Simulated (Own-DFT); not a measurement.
# Response to strain: wurtzite GaN, 72 atoms (Ga36N36)

All numbers below are calculated, not measured. The program, named Own-DFT, is a retired in-house plane-wave density functional code that no person has reviewed. Each row is one single-point run on a periodic cell that was not relaxed, without spin or spin-orbit coupling.

Settings of every run: PBE; PseudoDojo norm-conserving scalar-relativistic files; cutoff 42 hartree; 4 x 4 x 3 k mesh centred on Gamma; Fermi-Dirac smearing of 0.1 eV.

Known limits: forces not confirmed at this smearing and k mesh; stress not checked against mesh or cutoff.

Unstrained cell vectors in Å: (9.567, 0.000, 0.000); (-4.783, 8.285, 0.000); (0.000, 0.000, 10.370). The unstrained cell has measured lattice constants (interpolated for alloys), not those of this functional. That, the random moves and any unrelaxed bonds set the pressure at no strain. Each run strains this cell uniformly, with the atoms carried along. Every atom was also moved at random, by a Gaussian of width 0.05 Å on each axis. Strain is the symmetric tensor, in per cent. Stress is positive in tension, and the pressure is minus a third of its trace.

```
run,e_xx (%),e_yy (%),e_zz (%),e_yz (%),e_xz (%),e_xy (%),s_xx (GPa),s_yy (GPa),s_zz (GPa),s_yz (GPa),s_xz (GPa),s_xy (GPa),P (GPa),E (meV/atom)
1,-0.03,0.79,1.36,0.39,-1.60,-1.55,-5.57,-2.83,-1.29,1.01,-3.69,-3.48,3.23,0.0
2,-1.99,0.83,1.17,-0.43,1.32,-1.03,-14.12,-6.63,-2.58,-0.87,3.01,-2.76,7.78,22.8
3,-0.53,1.56,-1.77,0.51,0.75,-1.42,-9.43,-4.37,-15.23,1.59,2.55,-4.54,9.68,38.4
4,-0.27,1.65,1.05,-1.13,0.18,1.92,-5.61,-0.69,-3.08,-2.44,0.41,5.53,3.13,13.3
5,0.70,0.21,0.38,-0.78,1.66,0.35,-5.46,-5.36,-4.67,-1.34,2.60,0.07,5.16,10.7
6,0.39,0.21,-0.51,1.91,0.03,1.34,-7.52,-5.25,-9.65,3.76,1.15,2.69,7.47,21.7
7,0.04,0.57,0.74,-0.82,-0.38,-1.36,-5.36,-4.24,-4.63,-1.53,-1.02,-4.05,4.74,1.6
8,0.37,-1.87,1.18,-0.75,0.78,-0.52,-7.25,-16.41,-2.32,-1.16,1.07,-2.29,8.66,26.6
9,-1.49,-1.14,-0.91,1.16,-0.18,1.74,-16.49,-14.12,-15.67,2.25,-0.26,4.82,15.43,48.1
10,1.74,-0.83,0.77,-0.96,1.44,-1.11,0.03,-9.92,-3.36,-1.41,2.78,-3.28,4.42,13.9
11,1.23,-1.31,0.81,1.16,0.23,2.00,-5.12,-9.89,-5.78,2.31,0.35,6.66,6.93,35.2
12,-0.01,-1.19,-1.49,-1.65,0.97,-1.04,-9.80,-15.16,-16.65,-3.95,1.84,-4.63,13.87,49.2
13,0.02,-1.62,1.78,1.83,-1.97,-0.24,-7.72,-11.82,-2.28,2.92,-3.87,-0.18,7.27,21.9
14,-1.50,0.40,-0.79,0.14,0.93,-1.51,-14.47,-7.18,-14.38,0.82,1.81,-4.45,12.01,43.1
15,-0.46,-0.49,0.32,1.33,0.62,-1.19,-9.81,-10.73,-8.15,2.79,2.76,-4.82,9.56,41.0
16,1.34,-0.88,0.57,-1.54,-0.09,-0.46,?,?,?,?,?,?,?,?
```

E is the free energy for each atom above the lowest run shown.

## Worked fit

Each stress component was fitted by least squares to a constant and the strains of the runs shown, as fractions, with shears doubled. Shear strains stay in the fit of a normal stress only where such slopes are resolved. The slopes, in GPa:

```
stress  at no strain  per e_xx  per e_yy  per e_zz  scatter
  s_xx          -7.8  409 ± 25  123 ± 21   95 ± 22     0.85
  s_yy          -7.8  109 ± 39  422 ± 33   85 ± 34     1.33
  s_zz          -8.3  103 ± 31   97 ± 27  477 ± 27     1.06
```

Each shear stress against twice its own strain: yz 107 ± 6, xz 112 ± 9, xy 146 ± 8 GPa. These are stiffnesses along x, y and z of the frame in which the cell vectors are given, which need not be the crystal's axes. The atoms are held to the strained lattice; where symmetry lets them move under strain, relaxing them would lower some slopes. The table should be nearly symmetric about its diagonal, and what it lacks of that shows the noise. A ninth of its sum, 213 ± 4 GPa, estimates the bulk modulus near the mean pressure of these runs, 8.0 GPa, so it lies above the value at zero pressure.

## Withheld run

Question: what normal stresses and pressure should run 16 give?

The fit gives s_xx = -2.9, s_yy = -9.5, s_zz = -5.1 and P = 5.9 GPa. The calculation gave -3.08, -9.42, -4.37 and P = 5.63 GPa.
